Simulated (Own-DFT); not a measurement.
# How strain changes the stress of diamond-structure SiGeSn with randomly placed atoms, 64 atoms (Ge48Si8Sn8)

These are calculations, not measurements. The program, named Own-DFT, is a retired in-house plane-wave density functional code that no person has reviewed. Each row is one single-point run on a periodic cell that was not relaxed, without spin or spin-orbit coupling.

Settings of every run: PBE; PseudoDojo norm-conserving scalar-relativistic files; cutoff 49 hartree; 3 x 3 x 3 k mesh centred on Gamma; Fermi-Dirac smearing of 0.1 eV.

Known limits: forces on such cells moved up to 12 meV/angstrom on a denser k mesh; stress not checked against mesh or cutoff.

Unstrained cell vectors in Å: (11.467, 0.000, 0.000); (0.000, 11.467, 0.000); (0.000, 0.000, 11.467). The unstrained cell has measured lattice constants (interpolated for alloys), not those of this functional. That, the random moves and any unrelaxed bonds set the pressure at no strain. Each run strains this cell uniformly, with the atoms carried along. Every atom was also moved at random, by a Gaussian of width 0.05 Å on each axis. The random placing of the alloy's atoms differs from row to row. Strain is the symmetric tensor, in per cent. Stress is positive in tension, and the pressure is minus a third of its trace.

```
run  e_xx (%)  e_yy (%)  e_zz (%)  s_xx (GPa)  s_yy (GPa)  s_zz (GPa)  P (GPa)  E (meV/atom)
  1      1.75      1.75      0.00       -2.17       -2.34       -3.30     2.60          18.0
  2      2.50      2.50      0.00       -1.08       -1.18       -2.55     1.60           8.5
  3     -0.75     -0.75      0.00       -6.30       -6.38       -5.80     6.16          34.6
  4     -0.50     -0.50      0.00       -5.92       -5.84       -5.33     5.70          29.8
  5      0.25      0.25      0.00       -4.37       -4.56       -4.56     4.50          15.0
  6     -3.00     -3.00      0.00      -10.72      -11.06       -8.94    10.24          83.2
  7      0.50      0.50      0.00       -3.81       -3.80       -4.12     3.91           0.0
  8     -1.00     -1.00      0.00       -6.75       -6.96       -6.15     6.62          45.7
  9      2.00      2.00      0.00           ?           ?           ?        ?             ?
```

E is the free energy for each atom above the lowest run shown.

## Worked fit

The change of volume is close to e_xx + e_yy + e_zz. A straight line through the runs shown gives P = 5.14 - 78 x (fractional change of volume) GPa, with an error of 4 on the slope and a scatter of 0.36 GPa. The strain isn't the same on all axes, but the crystal is cubic, so the slope still estimates the bulk modulus, averaged over pressures from 1.6 to 10.2 GPa.

## Withheld run

Question: what pressure should run 9 give? Its volume changes by 4.04 %.

The line gives 2.0 GPa. The calculation gave 2.29 GPa.
